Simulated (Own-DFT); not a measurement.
# What random displacements cost in zincblende GaP, 96 atoms (Ga48P48)

These are calculations, not measurements. They come from Own-DFT, an in-house plane-wave density functional program, since retired, whose code no person has reviewed. Each row is one single-point run on a periodic cell that was not relaxed, without spin or spin-orbit coupling.

Settings of every run: PBE; PseudoDojo norm-conserving scalar-relativistic files; cutoff 42 hartree; 2 x 3 x 3 k mesh centred on Gamma; Fermi-Dirac smearing of 0.1 eV.

Known limits, some of them of some rows only: some atoms lie very close together; forces on such cells moved up to 12 meV/angstrom on a denser k mesh; forces on such cells passed a denser k mesh, each cell not checked; stress not checked against mesh or cutoff.

Cell vectors in Å: (16.352, 0.000, 0.000); (0.000, 10.901, 0.000); (0.000, 0.000, 10.901). In each run every atom was moved at random and independently from its ideal site; u is the rms move along one axis. E is the free energy for each atom above the fitted value at u = 0, and F the rms of the force components.

| run | u (Å) | E (meV/atom) | F (eV/Å) | largest force (eV/Å) | P (GPa) |
|---|---|---|---|---|---|
| 1 | 0.0199 | 6.6 | 0.287 | 0.97 | 2.72 |
| 2 | 0.0201 | ? | ? | ? | ? |
| 3 | 0.0207 | 7.6 | 0.310 | 1.11 | 2.73 |
| 4 | 0.0477 | 41.3 | 0.699 | 2.54 | 3.21 |
| 5 | 0.0498 | 42.3 | 0.700 | 2.43 | 3.21 |
| 6 | 0.0512 | 43.2 | 0.708 | 3.13 | 3.28 |
| 7 | 0.0975 | 170.1 | 1.548 | 7.22 | 5.16 |
| 8 | 0.1005 | 168.7 | 1.459 | 6.62 | 5.16 |
| 9 | 0.1492 | 423.8 | 3.022 | 20.94 | 8.68 |
| 10 | 0.2006 | 617.7 | 3.295 | 18.19 | 11.30 |

## Worked fit

For small independent moves the energy grows as E = (3/2) K u², with K the mean stiffness felt by one atom. The runs with u up to 0.11 Å give K = 11.5 ± 0.2 eV/Å², with residuals divided by u² + 0.0006 Å², since the noise grows with the moves. The scatter is 1.8 meV/atom at u = 0.05 Å. The forces follow F = G u with G = 14.6 eV/Å²; no force at u = 0 is resolved. G exceeds K because the moves of its neighbours add to the force on an atom, and stiffness differs between atoms. At u = 0.201 Å the parabola gives 694 meV/atom and the run 618. The pressure follows P = 2.60 + 260 u² GPa: at fixed volume, shortened bonds push harder than stretched ones pull.

## Withheld run

Question: what energy and rms force should run 2 give?

The fit gives 7 ± 1 meV/atom and about 0.29 eV/Å. The calculation gave 6.3 meV/atom and 0.276 eV/Å.
